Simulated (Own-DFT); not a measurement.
# Biaxial strain at fixed height in wurtzite AlGaN with randomly placed atoms, 72 atoms (Al9Ga27N36)

Calculated, not measured: single-point runs of Own-DFT, a retired in-house plane-wave DFT program that no person has reviewed, on unrelaxed cells, without spin or spin-orbit coupling.

All runs used: PBE; PseudoDojo norm-conserving scalar-relativistic files (stringent for Ga); cutoff 96 hartree; 4 x 4 x 3 k mesh centred on Gamma; Gaussian smearing of 0.01 eV.

Caveats: forces on such cells passed a denser k mesh, each cell not checked; stress not checked against mesh or cutoff.

Unstrained cell vectors in Å: (9.509, 0.000, 0.000); (-4.755, 8.235, 0.000); (0.000, 0.000, 10.268). The unstrained cell has measured lattice constants (interpolated for alloys), not those of this functional. That, the random moves and any unrelaxed bonds set the pressure at no strain. Each run strains x and y alike by e, as a substrate would, and holds the height along z. Each coordinate of each atom was shifted by a normal deviate of width 0.05 Å. The random placing of the alloy's atoms differs from row to row. Stress is positive in tension.

| e (%) | u (Å) | (s_xx + s_yy)/2 (GPa) | s_zz (GPa) |
|---|---|---|---|
| -2.75 | 0.045 | -23.06 | -13.01 |
| -1.75 | 0.048 | ? | ? |
| -1.50 | 0.054 | -15.87 | -10.08 |
| -1.00 | 0.049 | -12.93 | -7.68 |
| -0.50 | 0.049 | -9.46 | -7.83 |
| -0.25 | 0.049 | -7.69 | -8.72 |
| 0.25 | 0.054 | -6.55 | -7.15 |
| 1.25 | 0.049 | -1.04 | -4.17 |
| 1.75 | 0.049 | 1.49 | -4.71 |
| 2.00 | 0.049 | 3.82 | -6.67 |

## Worked fit

With e as a fraction, the in-plane stress is -7.2 + 543 e - 1244 e² GPa (errors 15 and 953, scatter 0.63), and s_zz is -7.7 + 153 e GPa (slope ± 29, scatter 1.27). At e = 0 the first slope is C11 + C12 and the second 2 C13, both with the ions held to the strained lattice and at the cell's own pressure. A free layer would change its height as e changes, and the in-plane slope would drop by 2 C13²/C33 to the biaxial modulus. At fixed height, a misfit of 1 % moves the in-plane stress by about 5.4 GPa and s_zz by 1.5 GPa.

## The run left out

Asked: what are the two stresses at e = -1.75 %?

The fitted form gives -17.1 and -10.3 GPa. The calculation gave -17.91 and -8.61 GPa.
